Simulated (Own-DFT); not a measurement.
# From a pressure shift to a lattice shift: D0_22 TiAl3, 40 atoms (Al30Ti10)

Calculated, not measured: single-point runs of Own-DFT, a retired in-house plane-wave DFT program that no person has reviewed, on unrelaxed cells, without spin or spin-orbit coupling.

Keep in mind: forces on such cells failed a check on a denser k mesh; stress not checked against mesh or cutoff.

Each geometry was run with PBE and with PBEsol, otherwise alike: PseudoDojo norm-conserving scalar-relativistic files made for PBE; cutoff 42 hartree; 4 x 4 x 4 k mesh centred on Gamma; cold (Marzari-Vanderbilt) smearing of 0.2 eV. Unstrained cell vectors in Å: (-2.365, -6.981, 4.326); (-7.667, 3.491, 1.442); (-2.950, -3.488, -7.241). Each has a uniform strain, of which the change of volume is shown, and random moves of rms u per axis.

```
run  volume change (%)   u (Å)  P with PBE (GPa)  P with PBEsol (GPa)
  1               3.31  0.0471             -0.97                -2.80
  2              -0.77  0.0537              4.02                 2.09
  3              -0.59  0.0517              3.51                 1.59
  4              -0.16  0.0495              2.95                 1.05
  5              -0.31  0.0526              3.27                 1.37
  6               0.23  0.0461              2.31                 0.41
  7              -0.96  0.0479              3.98                 2.05
  8              -0.33  0.0459              3.15                 1.24
  9              -1.57  0.0491              4.79                 2.85
 10              -1.33  0.0456              4.42                    ?
```

The question: by how much does PBEsol shrink this cell, and what belongs in the blank?

## Answer

Write v for the change of volume as a fraction. Fitted to v and u², the PBE pressure has a slope of -116 ± 3 GPa in v, with the ions held to the strained lattice. The difference PBEsol less PBE is -1.90 + 2.3 v GPa (slope ± 0.2) and averages -1.91 GPa. Divided by the mean slope of the two, 115 GPa, that makes PBEsol's volume at a given pressure, near 2 GPa, about 1.7 % smaller, or 0.55 % in lengths. At one volume PBEsol's slope is the smaller by 2 GPa, but its pressure there is lower too. If stiffness rises by about 4 GPa for each GPa, PBEsol at equal pressure is stiffer by about 5 GPa. Files made for PBEsol would give a different shift.

For run 10 the line gives 2.49 GPa. The calculation gave 2.48 GPa.
